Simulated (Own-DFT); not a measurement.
# Which defects push the lattice out? zincblende GaP

Everything here is calculated. The program is Own-DFT (plane waves, in-house, since retired, never reviewed by a person); positions were held fixed, and spin and spin-orbit coupling were off.

All runs used: PBE; PseudoDojo norm-conserving scalar-relativistic files; cutoff 42 hartree; 3 x 3 x 3 k mesh centred on Gamma; Fermi-Dirac smearing of 0.1 eV.

Known weak points (not all hold for every row): not probed for a lower state with spin; forces on such cells failed a check on a denser k mesh; forces on such cells passed a denser k mesh, each cell not checked; stress not checked against mesh or cutoff.

All runs share one cell, with vectors in Å (10.901, 0.000, 0.000); (0.000, 10.901, 0.000); (0.000, 0.000, 10.901) and a volume of 1295.4 Å³. Atoms were moved at random from their sites; u is the rms move along one axis. The defect's site can differ from row to row.

| cell | formula | u (Å) | P (GPa) |
|---|---|---|---|
| no defect | Ga32P32 | 0.0207 | 2.71 |
| no defect | Ga32P32 | 0.0497 | 3.24 |
| no defect | Ga32P32 | 0.0554 | 3.41 |
| one As on a P site | AsGa32P31 | 0.0311 | 3.20 |
| one As on a P site | AsGa32P31 | 0.0314 | 3.26 |
| one As on a P site | AsGa32P31 | 0.0492 | 3.53 |
| one In on a Ga site | Ga31InP32 | 0.0292 | ? |
| one In on a Ga site | Ga31InP32 | 0.0296 | 3.70 |
| one In on a Ga site | Ga31InP32 | 0.0493 | 3.96 |
| one In on a Ga site | Ga31InP32 | 0.0500 | 4.09 |
| one Al on a Ga site | AlGa31P32 | 0.0277 | 2.83 |
| one Al on a Ga site | AlGa31P32 | 0.0480 | 3.21 |
| one Al on a Ga site | AlGa31P32 | 0.0510 | 3.31 |
| one Ga on a P site and one P on a Ga site | Ga32P32 | 0.0295 | 2.98 |
| one Ga on a P site and one P on a Ga site | Ga32P32 | 0.0504 | 3.50 |
| one Ga on a P site and one P on a Ga site | Ga32P32 | 0.0540 | 3.54 |

## Worked fit

P = P0 + c u² + a shift for each defect gives P0 = 2.62 GPa, c = 251 ± 14 GPa/Å² and a scatter of 0.05 GPa. The shifts, and each times the cell's volume:

- one In on a Ga site: 0.81 ± 0.04 GPa, 6.5 eV
- one As on a P site: 0.34 ± 0.04 GPa, 2.8 eV
- one Ga on a P site and one P on a Ga site: 0.19 ± 0.04 GPa, 1.5 eV
- one Al on a Ga site: 0.02 ± 0.04 GPa, 0.2 eV (not resolved)

Against the defect-free cell, a freed cell would be larger where the shift is positive and smaller where it is negative (160.2 GPa Å³ is 1 eV). The atoms around the defects weren't relaxed, which would change these numbers.

## Prediction

The question: what pressure belongs in the blank (one In on a Ga site, u = 0.0292 Å)?

The fitted form gives 3.64 ± 0.06 GPa. The run itself gave 3.64 GPa.
